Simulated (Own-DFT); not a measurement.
# Energy and forces against displacement in beta-Si3N4, 42 atoms (N24Si18)

These are calculations, not measurements. The program, named Own-DFT, is a retired in-house plane-wave density functional code that no person has reviewed. Each row is one single-point run on a periodic cell that was not relaxed, without spin or spin-orbit coupling.

Settings of every run: PBE; PseudoDojo norm-conserving scalar-relativistic files; cutoff 42 hartree; 3 x 3 x 3 k mesh centred on Gamma; Fermi-Dirac smearing of 0.1 eV.

Known limits, some of them of some rows only: some atoms lie very close together; forces on such cells passed a denser k mesh, each cell not checked; stress not checked against mesh or cutoff.

Cell vectors in Å: (7.606, 0.000, 0.000); (-3.803, 6.587, 0.000); (0.000, 0.000, 8.727). In each run every atom was moved at random and independently from its ideal site; u is the rms move along one axis. E is the free energy for each atom above the fitted value at u = 0, and F the rms of the force components.

| run | u (Å) | E (meV/atom) | F (eV/Å) | largest force (eV/Å) | P (GPa) |
|---|---|---|---|---|---|
| 1 | 0.0192 | 18.7 | 0.803 | 2.96 | 5.50 |
| 2 | 0.0199 | ? | ? | ? | ? |
| 3 | 0.0225 | 27.3 | 0.943 | 3.07 | 5.60 |
| 4 | 0.0504 | 133.5 | 2.270 | 8.67 | 8.75 |
| 5 | 0.0505 | 116.8 | 1.999 | 6.03 | 7.63 |
| 6 | 0.0812 | 362.7 | 4.104 | 18.01 | 15.10 |
| 7 | 0.0897 | 408.5 | 4.007 | 13.12 | 15.75 |
| 8 | 0.1670 | 1129.2 | 8.929 | 45.38 | 32.49 |

## Worked fit

For small independent moves the energy grows as E = (3/2) K u², with K the mean stiffness felt by one atom. The runs with u up to 0.11 Å give K = 34.3 ± 1.3 eV/Å², with residuals divided by u² + 0.0006 Å², since the noise grows with the moves. The scatter is 9.1 meV/atom at u = 0.05 Å. The forces follow F = G u with G = 44.1 eV/Å²; no force at u = 0 is resolved. G exceeds K because the moves of its neighbours add to the force on an atom, and stiffness differs between atoms. At u = 0.167 Å the parabola gives 1434 meV/atom and the run 1129. The pressure follows P = 4.82 + 1428 u² GPa: at fixed volume, shortened bonds push harder than stretched ones pull.

## Withheld run

Question: what energy and rms force should run 2 give?

The fit gives 20 ± 3 meV/atom and about 0.88 eV/Å. The calculation gave 16.3 meV/atom and 0.686 eV/Å. This run lies off the fit, by chance or by something that the fit leaves out.
